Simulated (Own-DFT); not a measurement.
## Calculated data, SiC (4H silicon carbide, strained, atoms displaced), SiC (twinned 3C silicon carbide, atoms displaced), GaP (zincblende, strained, atoms displaced), SiC (4H silicon carbide, atoms displaced)

All values are calculated (Own-DFT development build). A calculation, not a measurement: plane-wave PBE density functional theory by an unreviewed code, no spin, of a simulated periodic cell, stress positive in tension, free energy of the whole cell less one offset for each atom, forces on such cells passed a denser k mesh, this cell's mesh not checked; offsets are fitted by least squares, one for each functional and potential file, so energies compare only between cells with the same atoms and settings and are not formation energies; the far tail of each file's local potential was reset to the Coulomb form; each entry is a single point on an unrelaxed cell, so the pressure reflects the starting lattice, mostly measured values (interpolated for alloys), from which strain is counted, and rises with the displacements; printed positions are rounded, which can move forces by about a meV/angstrom; the program, named Own-DFT, is a retired in-house code; no spin-orbit coupling.

Settings shared by all entries: functional PBE; potential files PseudoDojo norm-conserving, scalar-relativistic, standard set; wave cutoff 42 hartree; occupations Fermi-Dirac; smearing width 0.1 eV.

(1) SiC (4H silicon carbide, strained, atoms displaced)

```
CELL_PARAMETERS angstrom
9.16180 0.08100 0.14500
-4.51080 7.97500 -0.18940
0.15790 -0.14690 9.92510
ATOMIC_POSITIONS crystal
Si 0.00491 0.01357 0.41600
Si 0.10942 0.20784 0.15470
C 0.99942 0.01073 0.08955
C 0.10653 0.22038 0.34846
Si 0.99707 0.34321 0.40412
Si 0.11567 0.56631 0.16001
C 0.00091 0.34476 0.09355
C 0.11026 0.55458 0.34722
Si 0.00818 0.67489 0.39891
Si 0.11882 0.88633 0.15443
C 0.00578 0.67089 0.09469
C 0.11189 0.89024 0.33761
Si 0.33668 0.01319 0.41249
Si 0.45034 0.22372 0.15563
C 0.33441 0.99879 0.09274
C 0.45083 0.23337 0.35625
Si 0.33250 0.32813 0.40841
Si 0.44129 0.54765 0.15061
C 0.33200 0.32429 0.09004
C 0.45660 0.55623 0.34159
Si 0.33617 0.65779 0.40594
Si 0.44269 0.88682 0.15986
C 0.32926 0.66340 0.08548
C 0.43985 0.88909 0.34401
Si 0.67207 0.99665 0.39483
Si 0.77980 0.21825 0.14765
C 0.66699 0.99672 0.09147
C 0.76732 0.21960 0.34978
Si 0.66743 0.32736 0.40265
Si 0.79787 0.55970 0.16507
C 0.66894 0.33892 0.09086
C 0.77708 0.55126 0.34009
Si 0.66548 0.67155 0.40285
Si 0.78575 0.88647 0.14948
C 0.66353 0.67449 0.09466
C 0.77507 0.88706 0.34935
Si 0.99822 0.99643 0.91267
Si 0.88859 0.77578 0.65779
C 0.99399 0.99674 0.59834
C 0.89174 0.77142 0.83669
Si 0.00313 0.67422 0.90017
Si 0.88864 0.44785 0.64987
C 0.00053 0.67693 0.59331
C 0.90591 0.45170 0.84260
Si 0.99932 0.33707 0.91611
Si 0.88226 0.11290 0.67013
C 0.99999 0.33883 0.59408
C 0.89234 0.10805 0.83996
Si 0.66161 0.99951 0.90448
Si 0.55606 0.76626 0.65372
C 0.67167 0.00666 0.59350
C 0.55323 0.78196 0.83460
Si 0.66536 0.65661 0.89947
Si 0.55697 0.44618 0.65967
C 0.67060 0.67290 0.59035
C 0.55019 0.44454 0.84180
Si 0.67098 0.33749 0.90873
Si 0.56595 0.11851 0.65591
C 0.65443 0.33013 0.58385
C 0.55002 0.11389 0.84589
Si 0.33412 0.00044 0.89902
Si 0.23093 0.77753 0.65711
C 0.33845 0.99802 0.60084
C 0.22732 0.78732 0.84286
Si 0.34317 0.66928 0.90670
Si 0.23756 0.45961 0.65905
C 0.34235 0.67574 0.58488
C 0.22314 0.44140 0.83779
Si 0.32039 0.33068 0.90608
Si 0.21453 0.10947 0.65566
C 0.33766 0.33279 0.58283
C 0.21983 0.10332 0.85060
```

* hardware: one NVIDIA H100
* k mesh: 4 x 4 x 3 centred on Gamma
* free energy of cell above offsets: -3.513 eV
* pressure: 11.26 GPa
* stress xx: -10.15 GPa
* stress yy: -6.04 GPa
* stress zz: -17.59 GPa
* stress yz: -5.25 GPa
* stress xz: 5.95 GPa
* stress xy: 4.66 GPa
* wall time: 360.9 s

Force:
```csv
element,x (eV/Å),y (eV/Å),z (eV/Å)
Si,-0.38,-2.692,-1.209
Si,-0.831,4.737,1.676
C,1.433,-4.257,0.878
C,0.49,1.168,-1.248
Si,0.314,-2.284,1.095
Si,0.788,-1.269,-0.807
C,1.407,-1.32,1.937
C,1.208,0.891,-0.94
Si,-1.645,-0.246,1.961
Si,-1.214,1.637,-0.11
C,-0.013,0.329,-1.158
C,-0.082,1.376,1.681
Si,0.612,-1.757,-0.316
Si,-0.33,-0.418,0.629
C,0.616,0.436,-0.371
C,0.684,-2.301,-3.408
Si,-1.57,2.054,-1.928
Si,0.018,0.997,0.633
C,-0.552,0.606,0.848
C,-2.211,-1.518,-0.482
Si,-0.818,1.686,-1.734
Si,0.303,0.098,-1.059
C,0.896,0.2,2.503
C,0.931,-0.47,0.561
Si,-3.268,1.183,2.789
Si,-1.161,0.764,1.577
C,0.049,-0.138,0.184
C,3.917,-0.945,-3.042
Si,-2.308,2.654,0.573
Si,-3.368,-0.601,-2.798
C,0.95,-0.154,1.163
C,0.803,0.71,2.508
Si,1.991,-0.633,0.285
Si,-2.069,0.73,1.815
C,2.019,-2.239,-1.411
C,3.002,0.138,-2.272
Si,-0.021,0.049,-3.236
Si,-1.054,1.334,-1.523
C,0.177,0.734,0.429
C,-1.886,0.867,2.461
Si,1.698,-1.037,0.793
Si,-0.606,0.474,0.498
C,2.442,-1.592,-1.126
C,-2.656,-0.569,-0.06
Si,1.035,-0.442,-3.288
Si,0.678,0.735,-5.311
C,1.369,-0.227,-0.056
C,-0.935,0.488,4.98
Si,0.552,0.405,-0.484
Si,-1.945,3.839,-0.734
C,0.571,-1.541,-0.435
C,1.507,-0.982,1.861
Si,-0.784,2.548,1.345
Si,-0.682,-0.082,-2.278
C,1.641,-2.137,0.116
C,0.435,-1.464,0.844
Si,-0.055,0.277,-1.457
Si,-1.555,-0.718,-0.174
C,2.284,0.982,2.511
C,1.927,0.947,-0.325
Si,0.058,0.579,1.738
Si,-2.101,0.96,-0.612
C,-0.971,0.779,-0.791
C,0.884,-2.416,0.277
Si,-1.885,-0.271,-1.707
Si,-1.417,-2.148,-2.599
C,0.665,-1.656,2.021
C,-0.852,1.027,2.164
Si,2.223,-0.754,-0.604
Si,1.211,0.068,0.693
C,-0.968,0.395,4.393
C,-1.594,1.396,-1.327
```

(2) SiC (twinned 3C silicon carbide, atoms displaced)

```
CELL_PARAMETERS angstrom
4.35960 -4.35960 0.00000
0.00000 4.35960 -4.35960
8.71920 8.71920 8.71920
ATOMIC_POSITIONS crystal
Si 0.97983 0.00563 0.43809
C 0.05592 0.01548 0.07809
Si 0.17258 0.33304 0.10821
C 0.15834 0.33808 0.22981
Si 0.33612 0.15939 0.27278
C 0.30325 0.17320 0.39757
Si 0.96112 0.48241 0.43682
C 0.99199 0.54136 0.04786
Si 0.16841 0.84255 0.09604
C 0.14978 0.84329 0.23576
Si 0.36578 0.70806 0.27662
C 0.31686 0.65491 0.38890
Si 0.52487 0.01621 0.44042
C 0.49836 0.03022 0.06530
Si 0.67341 0.34609 0.11260
C 0.66901 0.34869 0.22553
Si 0.83870 0.17701 0.27492
C 0.78453 0.14253 0.38841
Si 0.50049 0.52098 0.43718
C 0.50919 0.51290 0.06387
Si 0.66337 0.85259 0.11821
C 0.64826 0.81963 0.23294
Si 0.84915 0.69964 0.28186
C 0.86820 0.68190 0.38844
Si 0.00384 0.04229 0.94422
C 0.00669 0.99219 0.57074
Si 0.84415 0.68911 0.60242
C 0.86237 0.68665 0.73003
Si 0.67640 0.82378 0.76965
C 0.64435 0.83347 0.88754
Si 0.01850 0.51783 0.94797
C 0.99518 0.50415 0.56260
Si 0.83293 0.16278 0.61155
C 0.84208 0.17726 0.73042
Si 0.66617 0.33924 0.77859
C 0.69896 0.34446 0.90234
Si 0.52100 0.00531 0.93879
C 0.50734 0.00156 0.55993
Si 0.34679 0.69191 0.61848
C 0.37602 0.67180 0.73383
Si 0.14219 0.81762 0.76481
C 0.19803 0.80945 0.90902
Si 0.48346 0.48532 0.94549
C 0.46522 0.47700 0.56447
Si 0.36414 0.19509 0.59625
C 0.34998 0.17379 0.71961
Si 0.14644 0.32040 0.77849
C 0.17687 0.35178 0.89365
```

- k mesh: 5 x 5 x 2 centred on Gamma
- free energy of cell above offsets: 13.196 eV
- pressure: 14.53 GPa
- stress xx: -12.65 GPa
- stress yy: -13.99 GPa
- stress zz: -16.93 GPa
- stress yz: -4.74 GPa
- stress xz: -1.35 GPa
- stress xy: -2.52 GPa

Force:
```csv
element,x (eV/Å),y (eV/Å),z (eV/Å)
Si,1.818,-0.833,0.916
C,-9.107,8.06,-6.354
Si,1.105,1.348,-1.588
C,1.738,0.334,-0.327
Si,-0.447,2.2,-2.335
C,2.744,-1.706,-0.752
Si,3.866,-2.05,-0.4
C,6.812,6.517,10.71
Si,5.504,-3.884,5.842
C,1.109,-4.327,-1.292
Si,-7.3,1.699,3.026
C,3.155,3.068,1.515
Si,-7.884,5.254,5.446
C,2.158,-3.002,1.358
Si,-2.248,-1.82,-3.695
C,3.412,2.419,3.133
Si,-2.749,-1.665,-2.93
C,6.799,-2.621,-3.311
Si,-1.219,-0.54,1.597
C,0.76,2.515,0.533
Si,-2.148,-3.556,-2.181
C,4.974,-0.814,-2.542
Si,-6.51,-4.674,-2.017
C,1.145,7.123,4.211
Si,-0.622,-2.992,3.509
C,-1.079,0.958,-5.23
Si,-1.601,-1.301,4.993
C,-8.22,1.099,2.682
Si,2.99,1.068,-1.954
C,4.578,-1.429,2.429
Si,-7.067,-7.391,-3.28
C,0.366,0.138,0.739
Si,-0.08,-0.849,-2.245
C,-0.666,1.171,1.496
Si,-0.429,-1.357,-0.28
C,-2.937,1.242,-0.127
Si,-0.202,1.949,-0.649
C,1.756,0.641,0.425
Si,-3.671,-3.231,-0.236
C,-5.376,2.82,1.794
Si,11.89,-1.946,-1.822
C,-2.911,2.22,-7.293
Si,1.657,-2.279,-3.29
C,2.995,1.866,-9.77
Si,-1.484,-0.987,8.15
C,0.66,2.333,2.363
Si,0.959,-3.991,-3.525
C,1.012,1.206,2.56
```

(3) GaP (zincblende, strained, atoms displaced)

```
CELL_PARAMETERS angstrom
10.86200 0.00000 0.00000
0.00000 10.86200 0.00000
0.00000 0.00000 10.94390
ATOMIC_POSITIONS crystal
Ga 0.99533 0.98981 0.00180
Ga 0.00082 0.24847 0.25008
Ga 0.25736 0.00633 0.25543
Ga 0.23883 0.23701 0.98803
P 0.13746 0.11531 0.12079
P 0.12308 0.38243 0.38485
P 0.35952 0.12309 0.39280
P 0.36393 0.36923 0.14487
Ga 0.00209 0.00497 0.50294
Ga 0.00261 0.24593 0.75626
Ga 0.25627 0.98776 0.76061
Ga 0.25781 0.23677 0.50159
P 0.13025 0.13307 0.62690
P 0.12588 0.36626 0.87437
P 0.38052 0.11342 0.86799
P 0.37071 0.38418 0.61518
Ga 0.98305 0.49805 0.00003
Ga 0.00549 0.75609 0.25774
Ga 0.24793 0.50270 0.24895
Ga 0.23375 0.76224 0.00189
P 0.11750 0.64502 0.12124
P 0.12373 0.88624 0.38088
P 0.36766 0.61259 0.38685
P 0.36271 0.87218 0.12306
Ga 0.00650 0.49885 0.49883
Ga 0.00788 0.73254 0.74256
Ga 0.23319 0.49553 0.75186
Ga 0.25055 0.75135 0.49085
P 0.13177 0.61936 0.64400
P 0.13057 0.86868 0.88786
P 0.36098 0.62508 0.87656
P 0.37307 0.88009 0.62709
Ga 0.49845 0.99841 0.02167
Ga 0.49644 0.24434 0.23252
Ga 0.75852 0.99214 0.24855
Ga 0.74969 0.24600 0.99386
P 0.62715 0.12002 0.12104
P 0.62390 0.38101 0.37565
P 0.87711 0.13923 0.36558
P 0.86734 0.36196 0.13664
Ga 0.49265 0.99546 0.49199
Ga 0.49657 0.25068 0.75603
Ga 0.75431 0.99499 0.75846
Ga 0.75339 0.24514 0.49568
P 0.64151 0.12809 0.62761
P 0.61469 0.37073 0.88169
P 0.87523 0.12665 0.88018
P 0.87428 0.36607 0.61339
Ga 0.50203 0.50797 0.99062
Ga 0.48369 0.76539 0.24143
Ga 0.74189 0.48695 0.25972
Ga 0.73833 0.75874 0.99705
P 0.61452 0.61802 0.12227
P 0.62704 0.87035 0.36251
P 0.86682 0.63353 0.36362
P 0.87349 0.88367 0.11759
Ga 0.50088 0.50463 0.50464
Ga 0.50575 0.73602 0.74329
Ga 0.73908 0.48934 0.74911
Ga 0.76720 0.73617 0.50496
P 0.62848 0.63431 0.63042
P 0.62527 0.88067 0.86794
P 0.87851 0.63606 0.88812
P 0.87828 0.86721 0.63758
```

- hardware: one NVIDIA H100
- k mesh: 3 x 3 x 3 centred on Gamma
- free energy of cell above offsets: -26.701 eV
- pressure: 5.08 GPa
- stress xx: -5.38 GPa
- stress yy: -5.19 GPa
- stress zz: -4.69 GPa
- stress yz: 0.07 GPa
- stress xz: 1.2 GPa
- stress xy: 1.03 GPa
- wall time: 600.4 s

Force:
```csv
element,x (eV/Å),y (eV/Å),z (eV/Å)
Ga,1.298,1.569,-0.639
Ga,2.066,0.502,-0.483
Ga,-0.59,-0.606,-0.135
Ga,1.923,0.259,0.684
P,-1.908,0.27,0.575
P,1.08,-1.684,-1.658
P,3.571,-1.392,-3.563
P,-0.057,0.243,-3.256
Ga,-0.808,0.563,0.581
Ga,-0.693,0.196,-1.051
Ga,-1.165,0.593,-0.663
Ga,-2.281,3.803,1.789
P,-0.43,-1.564,1.035
P,-1.224,1.102,0.783
P,0.086,0.671,1.547
P,0.021,-1.166,1.605
Ga,0.985,-0.55,0.888
Ga,-0.751,0.801,-0.449
Ga,-1.181,0.625,0.392
Ga,2.822,-2.606,1.192
P,-0.024,-2.715,0.859
P,0.232,-0.748,-0.585
P,0.476,1.673,-1.56
P,-0.167,1.219,0.069
Ga,-1.395,1.249,0.986
Ga,-1.323,1.817,2.238
Ga,2.661,-1.443,1.081
Ga,-0.105,0.167,1.415
P,-0.478,0.746,-4.346
P,-2.927,2.243,-3.791
P,0.539,0.167,-0.193
P,0.601,-1.675,-0.54
Ga,-0.32,-0.502,-2.255
Ga,0.455,-0.119,2.13
Ga,-0.458,1.319,0.427
Ga,-0.429,0.484,0.757
P,0.725,0.416,0.907
P,-1.582,-2.091,1.217
P,-0.468,-2.63,0.988
P,0.066,1.052,-1.314
Ga,1.581,0.094,0.819
Ga,0.008,-0.059,-1.564
Ga,0.374,0.864,-0.805
Ga,-0.715,0.575,-0.389
P,-1.687,-0.776,-0.055
P,0.781,0.059,-0.393
P,0.698,-0.779,-0.477
P,0.465,1.122,1.59
Ga,-1.632,-0.568,0.791
Ga,1.286,-2.526,1.274
Ga,0.878,1.8,-1.744
Ga,0.193,-0.621,0.687
P,0.877,1.269,0.883
P,-0.226,-0.048,1.351
P,1.416,-1.635,0.056
P,-0.423,-2.134,1.159
Ga,0.878,0.014,0.076
Ga,-2.242,2.201,1.747
Ga,1.165,0.358,0.163
Ga,-1.253,1.654,0.316
P,1.04,-2.236,-1.593
P,-1.707,-0.695,1.068
P,-1.149,-0.763,-1.593
P,0.551,0.572,-1.031
```

(4) SiC (4H silicon carbide, atoms displaced)

```
CELL_PARAMETERS angstrom
6.16540 0.00000 0.00000
-3.08270 5.33940 0.00000
0.00000 0.00000 10.06810
ATOMIC_POSITIONS crystal
Si 0.00543 0.01060 0.41735
Si 0.17292 0.33015 0.15561
C 0.98489 0.99193 0.08647
C 0.17945 0.31809 0.34195
Si 0.03871 0.52826 0.40443
Si 0.17110 0.85279 0.16177
C 0.99637 0.49869 0.10444
C 0.15738 0.81327 0.35791
Si 0.50734 0.98337 0.40244
Si 0.70478 0.37199 0.16256
C 0.51433 0.00139 0.09920
C 0.63719 0.30923 0.33411
Si 0.50742 0.51834 0.40487
Si 0.65689 0.84350 0.14101
C 0.52342 0.53152 0.08548
C 0.64706 0.79648 0.32565
Si 0.01788 0.01854 0.91225
Si 0.83882 0.67955 0.63466
C 0.99841 0.98183 0.60637
C 0.84533 0.64103 0.84560
Si 0.98087 0.49601 0.89151
Si 0.84274 0.18618 0.65459
C 0.01390 0.55386 0.59090
C 0.85077 0.17689 0.84385
Si 0.51305 0.98593 0.91695
Si 0.35182 0.70510 0.66061
C 0.48345 0.98341 0.59684
C 0.36018 0.68455 0.84599
Si 0.52249 0.52345 0.92232
Si 0.35740 0.19399 0.65878
C 0.48206 0.47644 0.57291
C 0.30858 0.13865 0.84902
```

- hardware: one NVIDIA H100
- k mesh: 5 x 5 x 3 centred on Gamma
- free energy of cell above offsets: 7.736 eV
- pressure: 14.5 GPa
- stress xx: -10.09 GPa
- stress yy: -19.95 GPa
- stress zz: -13.45 GPa
- stress yz: 7.22 GPa
- stress xz: 0.64 GPa
- stress xy: 3.82 GPa
- wall time: 123.1 s

Force:
```csv
element,x (eV/Å),y (eV/Å),z (eV/Å)
Si,0.505,-2.297,-1.028
Si,-0.643,0.83,-0.543
C,1.595,1.746,2.55
C,-1.822,1.632,0.266
Si,-1.308,-8.842,1.581
Si,0.913,-1.866,-0.213
C,4.304,2.813,-2.761
C,-0.689,8.38,-4.155
Si,-1.328,1.029,-0.038
Si,-4.118,-3.6,-0.469
C,-4.932,3.266,-1.057
C,1.666,1.568,2.95
Si,1.397,-5.701,-2.584
Si,3.71,-1.213,3.534
C,-0.387,-3.521,5.451
C,0.566,5.823,1.326
Si,-2.037,-2.983,-2.042
Si,-3.815,-4.404,5.042
C,-1.528,7.995,-2.662
C,-9.16,5.824,-3.279
Si,8.404,-1.832,4.935
Si,0.023,-0.685,0.159
C,5.299,-5.362,-0.889
C,-0.791,-1.728,-0.246
Si,-2.169,3.187,-1.524
Si,0.303,-7.271,1.986
C,1.995,8.118,-3.097
C,-0.605,-2.731,-0.509
Si,0.365,-2.455,-7.588
Si,-0.941,-4.276,1.55
C,0.078,4.451,4.519
C,5.153,4.107,-1.165
```

(5) SiC (3C silicon carbide, atoms displaced)

```
CELL_PARAMETERS angstrom
8.71920 0.00000 0.00000
0.00000 8.71920 0.00000
0.00000 0.00000 8.71920
ATOMIC_POSITIONS crystal
Si 0.99868 0.00440 0.00154
Si 0.99844 0.25329 0.25594
Si 0.24814 0.00216 0.24786
Si 0.24826 0.24581 0.00515
C 0.11853 0.12288 0.12056
C 0.12903 0.38029 0.37257
C 0.37767 0.12709 0.37390
C 0.37532 0.37353 0.12253
Si 0.00214 0.00416 0.50693
Si 0.99812 0.25132 0.75661
Si 0.24702 0.99690 0.74677
Si 0.24913 0.25608 0.49795
C 0.12552 0.12162 0.62319
C 0.12442 0.37522 0.88180
C 0.38064 0.12881 0.87194
C 0.37766 0.37650 0.62553
Si 0.99556 0.50364 0.99987
Si 0.99742 0.75342 0.25046
Si 0.25128 0.49743 0.24784
Si 0.24401 0.74285 0.00142
C 0.13049 0.61576 0.12288
C 0.11972 0.87109 0.37355
C 0.37369 0.62377 0.37728
C 0.37367 0.87216 0.13015
Si 0.00346 0.50128 0.50198
Si 0.00745 0.74671 0.75156
Si 0.25413 0.50063 0.74688
Si 0.24398 0.75049 0.49947
C 0.12133 0.63350 0.63021
C 0.12392 0.88271 0.87627
C 0.37884 0.62322 0.87428
C 0.37236 0.87174 0.62119
Si 0.50454 0.00185 0.00310
Si 0.49691 0.25221 0.24851
Si 0.74963 0.00249 0.24841
Si 0.75003 0.24670 0.99844
C 0.62665 0.12208 0.11947
C 0.62034 0.37667 0.37031
C 0.88037 0.12876 0.37026
C 0.87194 0.37373 0.12540
Si 0.49644 0.99790 0.49718
Si 0.49814 0.24881 0.74811
Si 0.75046 0.00669 0.74930
Si 0.75393 0.25127 0.49033
C 0.62259 0.12244 0.62314
C 0.61938 0.38215 0.87497
C 0.87924 0.12583 0.87669
C 0.87112 0.37373 0.62589
Si 0.50032 0.49829 0.00136
Si 0.49880 0.75206 0.25242
Si 0.74514 0.49869 0.25795
Si 0.75464 0.75044 0.99995
C 0.62858 0.62606 0.12510
C 0.62437 0.87193 0.36955
C 0.87726 0.62579 0.37338
C 0.87648 0.87701 0.12767
Si 0.50317 0.50203 0.50100
Si 0.50167 0.74681 0.74607
Si 0.74850 0.50318 0.75432
Si 0.75147 0.74569 0.50580
C 0.62775 0.62756 0.62183
C 0.63070 0.87306 0.87156
C 0.86979 0.62421 0.87663
C 0.87308 0.87511 0.63007
```

* hardware: one NVIDIA H100
* k mesh: 4 x 4 x 4 centred on Gamma
* free energy of cell above offsets: -9.312 eV
* pressure: 3.84 GPa
* stress xx: -3.89 GPa
* stress yy: -3.79 GPa
* stress zz: -3.84 GPa
* stress yz: 0.16 GPa
* stress xz: 0.07 GPa
* stress xy: -0.83 GPa
* wall time: 359.9 s

Force:
```csv
element,x (eV/Å),y (eV/Å),z (eV/Å)
Si,-0.315,-1.208,-0.317
Si,0.657,0.378,-2.042
Si,-0.175,-0.624,0.351
Si,0.359,0.475,-1.323
C,1.169,0.972,1.823
C,-0.769,-0.656,0.749
C,-1.047,0.064,-0.085
C,-0.243,-0.114,0.53
Si,-1.133,-1.511,-1.451
Si,0.773,0.206,-1.015
Si,1.376,0.683,0.589
Si,0.584,-0.983,0.402
C,0.32,1.822,0.665
C,0.161,0.223,-1.209
C,-1.409,-1.243,0.833
C,-0.422,-0.032,-0.62
Si,0.222,-1.256,0.456
Si,0.505,-1.094,-0.451
Si,0.839,0.493,0.186
Si,1.58,1.505,-0.518
C,-1.814,1.417,0.489
C,0.678,1.426,0.527
C,-0.101,0.033,-0.165
C,-0.248,0.528,-1.152
Si,-0.78,0.26,0.037
Si,-2.548,1.976,1.26
Si,-0.734,-0.071,1.177
Si,0.733,-0.091,-0.419
C,1.499,-2.433,-1.277
C,0.03,-1.66,0.331
C,-0.626,0.364,-0.038
C,0.08,0.168,0.359
Si,-1.136,-1.521,-1.372
Si,0.629,-0.602,-0.487
Si,0.139,-0.559,0.293
Si,-0.153,1.283,-0.047
C,0.004,1.049,1.415
C,0.273,-0.604,1.139
C,-0.89,-1.021,1.17
C,0.039,0.304,0.529
Si,0.714,-0.183,0.103
Si,0.821,0.656,0.015
Si,-0.014,-1.191,0.158
Si,-1.178,-0.217,1.444
C,0.461,0.82,-0.627
C,1.101,-1.778,-0.387
C,-1.173,0.075,-0.268
C,0.705,0.405,-0.061
Si,0.067,0.923,0.236
Si,0.099,-1.003,-0.639
Si,1.082,0.777,-2.057
Si,-0.995,0.384,0.362
C,-0.764,-0.119,0.373
C,0.673,0.845,1.454
C,-0.302,-0.483,0.847
C,-0.091,0.017,-0.785
Si,-0.664,-0.17,-0.273
Si,-0.132,0.937,0.705
Si,-0.288,-0.644,-0.847
Si,0.544,1.607,-1.536
C,-0.412,-1.075,0.766
C,-0.78,0.494,0.486
C,1.686,0.434,-0.322
C,0.732,0.145,-0.474
```
